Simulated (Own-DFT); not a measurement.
# Biaxial strain at fixed height in diamond-structure GeSn with randomly placed atoms, 64 atoms (Ge56Sn8)

Calculated, not measured: single-point runs of Own-DFT, a retired in-house plane-wave DFT program that no person has reviewed, on unrelaxed cells, without spin or spin-orbit coupling.

All runs used: PBE; PseudoDojo norm-conserving scalar-relativistic files; cutoff 49 hartree; 3 x 3 x 3 k mesh centred on Gamma; Fermi-Dirac smearing of 0.1 eV.

Caveats: forces on such cells moved up to 12 meV/angstrom on a denser k mesh; stress not checked against mesh or cutoff.

Unstrained cell vectors in Å: (11.524, 0.000, 0.000); (0.000, 11.524, 0.000); (0.000, 0.000, 11.524). The unstrained cell has measured lattice constants (interpolated for alloys), not those of this functional. That, the random moves and any unrelaxed bonds set the pressure at no strain. Each run strains x and y alike by e, as a substrate would, and holds the height along z. Each atom got a random Gaussian move of width 0.05 Å along each axis. The random placing of the alloy's atoms differs from row to row. Stress is positive in tension.

| e (%) | u (Å) | (s_xx + s_yy)/2 (GPa) | s_zz (GPa) |
|---|---|---|---|
| -2.25 | 0.046 | -9.25 | -7.89 |
| -1.75 | 0.047 | ? | ? |
| -0.75 | 0.054 | -6.55 | -6.02 |
| 1.00 | 0.047 | -3.45 | -3.93 |
| 1.25 | 0.050 | -3.45 | -4.13 |
| 1.50 | 0.051 | -2.92 | -3.60 |
| 1.75 | 0.052 | -2.50 | -3.45 |
| 2.00 | 0.049 | -2.08 | -3.15 |
| 2.25 | 0.046 | -1.72 | -2.78 |
| 2.50 | 0.049 | -1.38 | -2.76 |

## Fit

With e as a fraction, the in-plane stress is -5.3 + 167 e - 450 e² GPa (errors 3 and 211, scatter 0.12), and s_zz is -5.2 + 110 e - 437 e² GPa (slope ± 3, scatter 0.15). At e = 0 the first slope is C11 + C12 and the second 2 C12, both with the ions held to the strained lattice and at the cell's own pressure. A free layer would change its height as e changes, and the in-plane slope would drop by 2 C12²/C11 to the biaxial modulus. At fixed height, a misfit of 1 % moves the in-plane stress by about 1.7 GPa and s_zz by 1.1 GPa.

## Check

The question: what are the two stresses at e = -1.75 %?

The fit gives -8.3 and -7.2 GPa. Computed: -8.70 and -7.57 GPa. This run lies off the fit, by chance or by something that the fit leaves out.
